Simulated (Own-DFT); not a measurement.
# A layer strained by its substrate: diamond-structure SiGeSn with randomly placed atoms, 64 atoms (Ge44Si16Sn4)

Source: density functional calculations with Own-DFT, an unreviewed in-house program that is no longer used. Nothing was measured or relaxed, and spin and spin-orbit coupling are left out.

Method: PBE; PseudoDojo norm-conserving scalar-relativistic files; cutoff 49 hartree; 3 x 3 x 3 k mesh centred on Gamma; Fermi-Dirac smearing of 0.1 eV.

Caveats: forces on such cells moved up to 12 meV/angstrom on a denser k mesh; stress not checked against mesh or cutoff.

Unstrained cell vectors in Å: (11.306, 0.000, 0.000); (0.000, 11.306, 0.000); (0.000, 0.000, 11.306). The unstrained cell has measured lattice constants (interpolated for alloys), not those of this functional. That, the random moves and any unrelaxed bonds set the pressure at no strain. Each run strains x and y alike by e, as a substrate would, and holds the height along z. Each coordinate of each atom was shifted by a normal deviate of width 0.05 Å. The random placing of the alloy's atoms differs from row to row. Stress is positive in tension.

```
e (%),u (Å),(s_xx + s_yy)/2 (GPa),s_zz (GPa)
-2.75,0.052,-10.11,-8.24
-2.25,0.048,-8.95,-7.48
-1.50,0.050,-7.13,-6.21
-1.25,0.049,-6.79,-5.77
-0.75,0.046,-5.55,-5.15
0.50,0.054,-3.53,-3.88
0.75,0.052,-3.17,-3.56
1.50,0.053,-1.68,-2.82
1.75,0.050,?,?
2.25,0.044,-0.33,-1.87
```

## Worked fit

With e as a fraction, the in-plane stress is -4.3 + 188 e - 704 e² GPa (errors 4 and 250, scatter 0.17), and s_zz is -4.3 + 119 e - 766 e² GPa (slope ± 3, scatter 0.14). At e = 0 the first slope is C11 + C12 and the second 2 C12, both with the ions held to the strained lattice and at the cell's own pressure. A free layer would change its height as e changes, and the in-plane slope would drop by 2 C12²/C11 to the biaxial modulus. At fixed height, a misfit of 1 % moves the in-plane stress by about 1.9 GPa and s_zz by 1.2 GPa.

## Withheld run

Q: what are the two stresses at e = 1.75 %?

Estimate: -1.3 and -2.5 GPa. Computed: -1.24 and -2.45 GPa.
